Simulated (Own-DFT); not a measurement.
# Response to strain: diamond-structure SiGeSn with randomly placed atoms, 64 atoms (Ge40Si16Sn8)

Calculated results; nothing here was measured. They come from Own-DFT, an in-house plane-wave density functional program, since retired, whose code no person has reviewed. Each row is one single-point run on a periodic cell that was not relaxed, without spin or spin-orbit coupling.

Settings of every run: PBE; PseudoDojo norm-conserving scalar-relativistic files; cutoff 49 hartree; 3 x 3 x 3 k mesh centred on Gamma; Fermi-Dirac smearing of 0.1 eV.

Known limits: forces on such cells moved up to 12 meV/angstrom on a denser k mesh; stress not checked against mesh or cutoff.

Unstrained cell vectors in Å: (11.410, 0.000, 0.000); (0.000, 11.410, 0.000); (0.000, 0.000, 11.410). The unstrained cell has measured lattice constants (interpolated for alloys), not those of this functional. That, the random moves and any unrelaxed bonds set the pressure at no strain. Each run strains this cell uniformly, with the atoms carried along. Every atom was also moved at random, by a Gaussian of width 0.05 Å on each axis. The random placing of the alloy's atoms differs from row to row. Strain is the symmetric tensor, in per cent. Stress is positive in tension, and the pressure is minus a third of its trace.

```
run,e_xx (%),e_yy (%),e_zz (%),s_xx (GPa),s_yy (GPa),s_zz (GPa),P (GPa),E (meV/atom)
1,-0.25,-0.25,0.00,-5.45,-5.17,-5.18,5.26,37.6
2,1.00,1.00,0.00,-3.30,-3.23,-4.08,3.53,33.3
3,-1.25,-1.25,0.00,-6.99,-6.95,-6.39,6.78,41.9
4,-2.00,-2.00,0.00,-8.91,-8.79,-7.55,8.42,70.1
5,-2.50,-2.50,0.00,-9.89,-9.94,-7.97,9.27,72.7
6,1.50,1.50,0.00,-2.28,-2.21,-3.03,2.50,6.5
7,0.25,0.25,0.00,-4.27,-4.29,-4.61,4.39,27.1
8,1.25,1.25,0.00,-2.37,-2.43,-3.26,2.69,0.0
9,0.75,0.75,0.00,?,?,?,?,?
```

E is the free energy for each atom above the lowest run shown.

## Worked fit

The change of volume is close to e_xx + e_yy + e_zz. A straight line through the runs shown gives P = 4.95 - 84 x (fractional change of volume) GPa, with an error of 3 on the slope and a scatter of 0.20 GPa. The strain isn't the same on all axes, but the crystal is cubic, so the slope still estimates the bulk modulus, averaged over pressures from 2.5 to 9.3 GPa.

## Withheld run

Question: what pressure should run 9 give? Its volume changes by 1.51 %.

The line gives 3.7 GPa. The calculation gave 3.72 GPa.
